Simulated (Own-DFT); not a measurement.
# Computed records: GaP (zincblende, atoms displaced)

All values are calculated (Own-DFT development build). A calculation, not a measurement: plane-wave PBE density functional theory by an unreviewed code, no spin, of a simulated periodic cell, stress positive in tension, free energy of the whole cell less one offset for each atom, forces on such cells passed a denser k mesh, this cell's mesh not checked; offsets are fitted by least squares, one for each functional and potential file, so energies compare only between cells with the same atoms and settings and are not formation energies; the far tail of each file's local potential was reset to the Coulomb form; each entry is a single point on an unrelaxed cell, so the pressure reflects the starting lattice, mostly measured values (interpolated for alloys), from which strain is counted, and rises with the displacements; printed positions are rounded, which can move forces by about a meV/angstrom; the program, named Own-DFT, is a retired in-house code; no spin-orbit coupling.

### GaP (zincblende, atoms displaced)

```cif
# cell vector a (Å): 10.9010 0.0000 0.0000
# cell vector b (Å): 0.0000 10.9010 0.0000
# cell vector c (Å): 0.0000 0.0000 10.9010
data_GaP
_symmetry_space_group_name_H-M 'P 1'
_symmetry_Int_Tables_number 1
_cell_length_a 10.9010
_cell_length_b 10.9010
_cell_length_c 10.9010
_cell_angle_alpha 90.000
_cell_angle_beta 90.000
_cell_angle_gamma 90.000
_cell_volume 1295.39
loop_
_atom_site_label
_atom_site_type_symbol
_atom_site_fract_x
_atom_site_fract_y
_atom_site_fract_z
_atom_site_occupancy
Ga1 Ga 0.99977 0.00193 0.00646 1
Ga2 Ga 0.00137 0.25337 0.25744 1
Ga3 Ga 0.24457 0.00844 0.25534 1
Ga4 Ga 0.25581 0.24535 0.00355 1
P1 P 0.13045 0.12743 0.12105 1
P2 P 0.12288 0.37508 0.37790 1
P3 P 0.37580 0.12960 0.37815 1
P4 P 0.38097 0.36797 0.12680 1
Ga5 Ga 0.99943 0.99838 0.50507 1
Ga6 Ga 0.99795 0.25547 0.75033 1
Ga7 Ga 0.24956 0.99724 0.74933 1
Ga8 Ga 0.23930 0.25224 0.49675 1
P5 P 0.12125 0.12731 0.62090 1
P6 P 0.12442 0.37057 0.87492 1
P7 P 0.37222 0.12360 0.88239 1
P8 P 0.37273 0.37964 0.62525 1
Ga9 Ga 0.99342 0.49927 0.99924 1
Ga10 Ga 0.00203 0.75300 0.24292 1
Ga11 Ga 0.24321 0.50439 0.26021 1
Ga12 Ga 0.24942 0.75097 0.99685 1
P9 P 0.12392 0.61468 0.13149 1
P10 P 0.11767 0.87433 0.38161 1
P11 P 0.36601 0.62172 0.37723 1
P12 P 0.38049 0.87880 0.12535 1
Ga13 Ga 0.99229 0.49830 0.50531 1
Ga14 Ga 0.99587 0.75287 0.75345 1
Ga15 Ga 0.24903 0.49712 0.75277 1
Ga16 Ga 0.23908 0.74911 0.49441 1
P13 P 0.11518 0.62997 0.62588 1
P14 P 0.12048 0.87178 0.88195 1
P15 P 0.37412 0.62819 0.87175 1
P16 P 0.37924 0.87402 0.62232 1
Ga17 Ga 0.49628 0.99362 0.00239 1
Ga18 Ga 0.49339 0.24219 0.24938 1
Ga19 Ga 0.74718 0.00170 0.24415 1
Ga20 Ga 0.73978 0.23993 0.00651 1
P17 P 0.62953 0.12342 0.12443 1
P18 P 0.62300 0.36551 0.37479 1
P19 P 0.88190 0.12703 0.37686 1
P20 P 0.88144 0.36900 0.12989 1
Ga21 Ga 0.50403 0.99935 0.50486 1
Ga22 Ga 0.50365 0.25321 0.75207 1
Ga23 Ga 0.75115 0.00082 0.75062 1
Ga24 Ga 0.74689 0.24265 0.50413 1
P21 P 0.62356 0.12231 0.62823 1
P22 P 0.62297 0.37041 0.87694 1
P23 P 0.86640 0.12739 0.87853 1
P24 P 0.87916 0.37332 0.62276 1
Ga25 Ga 0.49829 0.50326 0.00072 1
Ga26 Ga 0.50347 0.74612 0.25375 1
Ga27 Ga 0.75148 0.50218 0.25011 1
Ga28 Ga 0.74545 0.74556 0.00583 1
P25 P 0.62160 0.62260 0.11927 1
P26 P 0.62404 0.87215 0.36989 1
P27 P 0.87568 0.61771 0.37549 1
P28 P 0.87404 0.87921 0.11899 1
Ga29 Ga 0.50094 0.49766 0.50047 1
Ga30 Ga 0.50364 0.75080 0.74834 1
Ga31 Ga 0.75495 0.50326 0.75637 1
Ga32 Ga 0.74558 0.74562 0.49114 1
P29 P 0.62781 0.62201 0.62580 1
P30 P 0.62477 0.87415 0.87285 1
P31 P 0.86751 0.63025 0.87309 1
P32 P 0.87512 0.88193 0.63057 1
```

| Quantity | Value |
| --- | --- |
| functional | PBE |
| potential files | PseudoDojo norm-conserving, scalar-relativistic, standard set |
| wave cutoff | 42 hartree |
| occupations | Fermi-Dirac |
| smearing width | 0.1 eV |
| k mesh | 3 x 3 x 3 centred on Gamma |
| free energy of cell above offsets | -33.676 eV |
| pressure | 3.24 GPa |
| stress xx | -3.18 GPa |
| stress yy | -3.23 GPa |
| stress zz | -3.29 GPa |
| stress yz | 0.48 GPa |
| stress xz | -0.09 GPa |
| stress xy | -0.48 GPa |

Force:
```tsv
element	x (eV/Å)	y (eV/Å)	z (eV/Å)
Ga	0.056	0.529	-0.916
Ga	0.467	-0.549	-0.677
Ga	0.511	-0.827	-0.022
Ga	-0.29	0.947	-0.298
P	-1.034	0.022	1.008
P	-0.36	0.716	0.125
P	-0.464	-0.778	0.578
P	-0.951	1.309	0.046
Ga	-0.301	0.317	-0.129
Ga	-0.049	-0.872	0.206
Ga	-0.101	0.181	0.094
Ga	1.236	-0.053	0.645
P	0.294	-0.293	0.96
P	0.217	0.403	0.613
P	0.697	-0.291	-1.221
P	-0.04	-0.833	-0.07
Ga	0.281	-0.167	-0.152
Ga	-0.421	-0.308	0.504
Ga	0.664	-1.37	-0.77
Ga	0.257	-0.339	0.982
P	-0.102	1.169	-1.262
P	0.224	0.474	-1.245
P	1.259	0.613	0.268
P	-1.288	-0.971	1.088
Ga	0.905	0.297	-0.421
Ga	0.001	0.193	-0.098
Ga	-0.386	0.526	-0.253
Ga	0.801	-0.033	0.921
P	0.614	-0.634	0.242
P	0.088	0.597	-0.628
P	0.041	-0.264	0.171
P	-0.864	-0.349	0.004
Ga	0.881	0.735	-0.646
Ga	1.077	0.236	-0.028
Ga	0.87	-0.189	0.885
Ga	1.391	1.731	-0.719
P	-2.031	-0.829	0.694
P	0.114	0.652	-0.16
P	-0.974	-0.74	-0.031
P	-1.299	0.358	-0.653
Ga	-0.355	-0.018	-0.743
Ga	-1.085	-0.44	-0.225
Ga	-0.293	0.046	0.4
Ga	0.429	0.443	-0.337
P	0.106	0.174	0.215
P	0.621	0.884	0.369
P	1.052	-0.086	-0.195
P	-1.423	-0.124	0.68
Ga	-0.488	-0.771	-0.584
Ga	-1.002	-0.179	-0.554
Ga	-0.366	-0.949	-0.214
Ga	0.148	0.88	-0.733
P	0.294	-0.089	1.312
P	0.252	0.7	0.453
P	0.077	1.135	-0.429
P	-0.291	-0.771	0.757
Ga	-0.006	-0.043	-0.164
Ga	-0.132	-0.195	-0.141
Ga	-0.621	-1.131	-0.785
Ga	0.661	0.253	0.839
P	-0.132	0.094	-0.162
P	0.132	0.033	0.454
P	0.881	-0.115	0.935
P	-0.455	-1.047	-0.781
```
